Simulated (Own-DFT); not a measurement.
# A layer strained by its substrate: wurtzite GaN, 72 atoms (Ga36N36)

Everything here is calculated. The program is Own-DFT (plane waves, in-house, since retired, never reviewed by a person); positions were held fixed, and spin and spin-orbit coupling were off.

All runs used: PBE; PseudoDojo norm-conserving scalar-relativistic files; cutoff 42 hartree; 4 x 4 x 3 k mesh centred on Gamma; Fermi-Dirac smearing of 0.1 eV.

Known weak points: forces not confirmed at this smearing and k mesh; stress not checked against mesh or cutoff.

Unstrained cell vectors in Å: (9.567, 0.000, 0.000); (-4.784, 8.285, 0.000); (0.000, 0.000, 10.370). The unstrained cell has measured lattice constants (interpolated for alloys), not those of this functional. That, the random moves and any unrelaxed bonds set the pressure at no strain. Each run strains x and y alike by e, as a substrate would, and holds the height along z. All atoms carry random offsets, Gaussian with a width of 0.05 Å per axis. Stress is positive in tension.

```
e (%)  u (Å)  (s_xx + s_yy)/2 (GPa)  s_zz (GPa)
-3.00  0.052                 -28.63      -11.69
-2.75  0.050                 -24.59      -12.39
-2.50  0.048                 -23.39      -10.50
-2.25  0.048                 -20.52      -12.19
-1.75  0.046                 -16.90      -10.94
-0.75  0.045                 -10.15       -9.75
 0.25  0.057                      ?           ?
 0.75  0.049                  -3.11       -7.29
 1.00  0.052                  -2.31       -6.55
 1.50  0.053                  -0.02       -6.02
```

## Worked fit

With e as a fraction, the in-plane stress is -6.0 + 485 e - 8017 e² GPa (errors 22 and 1238, scatter 0.60), and s_zz is -8.2 + 136 e GPa (slope ± 13, scatter 0.67). At e = 0 the first slope is C11 + C12 and the second 2 C13, both with the ions held to the strained lattice and at the cell's own pressure. The term in e² is negative: the layer stiffens under compression and softens under tension. A free layer would change its height as e changes, and the in-plane slope would drop by 2 C13²/C33 to the biaxial modulus. At fixed height, a misfit of 1 % moves the in-plane stress by about 4.9 GPa and s_zz by 1.4 GPa.

## The run left out

Q: what are the two stresses at e = 0.25 %?

From the fit: -4.8 and -7.9 GPa. Computed: -6.56 and -8.30 GPa.
